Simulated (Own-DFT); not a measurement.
# Strain and stress in wurtzite AlN, 72 atoms (Al36N36)

All numbers below are calculated, not measured. They come from Own-DFT, an in-house plane-wave density functional program, since retired, whose code no person has reviewed. Each row is one single-point run on a periodic cell that was not relaxed, without spin or spin-orbit coupling.

Settings of every run: PBE; PseudoDojo norm-conserving scalar-relativistic files; cutoff 42 hartree; 4 x 4 x 3 k mesh centred on Gamma; Gaussian smearing of 0.01 eV.

Known limits: k mesh not checked against a denser one; stress not checked against mesh or cutoff.

Unstrained cell vectors in Å: (9.336, 0.000, 0.000); (-4.668, 8.085, 0.000); (0.000, 0.000, 9.964). The unstrained cell has measured lattice constants (interpolated for alloys), not those of this functional. That, the random moves and any unrelaxed bonds set the pressure at no strain. Each run strains this cell uniformly, with the atoms carried along. Every atom was also moved at random, by a Gaussian of width 0.05 Å on each axis. Strain is the symmetric tensor, in per cent. Stress is positive in tension, and the pressure is minus a third of its trace.

| run | e_xx (%) | e_yy (%) | e_zz (%) | s_xx (GPa) | s_yy (GPa) | s_zz (GPa) | P (GPa) | E (meV/atom) |
|---|---|---|---|---|---|---|---|---|
| 1 | 0.75 | 0.75 | 0.00 | -4.42 | 0.02 | -3.53 | 2.64 | 3.5 |
| 2 | 3.00 | 3.00 | 0.00 | 8.78 | 9.30 | -1.57 | -5.50 | 11.1 |
| 3 | -0.75 | -0.75 | 0.00 | -8.37 | -11.37 | -8.05 | 9.26 | 13.4 |
| 4 | -1.25 | -1.25 | 0.00 | -14.04 | -12.13 | -7.74 | 11.30 | 17.9 |
| 5 | -1.75 | -1.75 | 0.00 | -19.13 | -16.02 | -6.15 | 13.77 | 21.1 |
| 6 | -2.75 | -2.75 | 0.00 | -23.95 | -25.40 | -10.80 | 20.05 | 67.2 |
| 7 | -1.00 | -1.00 | 0.00 | -10.85 | -11.20 | -7.54 | 9.86 | 0.0 |
| 8 | -1.50 | -1.50 | 0.00 | -15.48 | -13.10 | -8.93 | 12.50 | 11.2 |
| 9 | 2.00 | 2.00 | 0.00 | ? | ? | ? | ? | ? |

E is the free energy for each atom above the lowest run shown.

## Worked fit

The change of volume is close to e_xx + e_yy + e_zz. A straight line through the runs shown gives P = 6.50 - 214 x (fractional change of volume) GPa, with an error of 11 on the slope and a scatter of 1.05 GPa. The strain isn't the same on all axes and the cell isn't cubic, so the slope belongs to this path and is not the bulk modulus.

## Withheld run

Question: what pressure should run 9 give? Its volume changes by 4.04 %.

The line gives -2.1 GPa. The calculation gave -2.25 GPa.
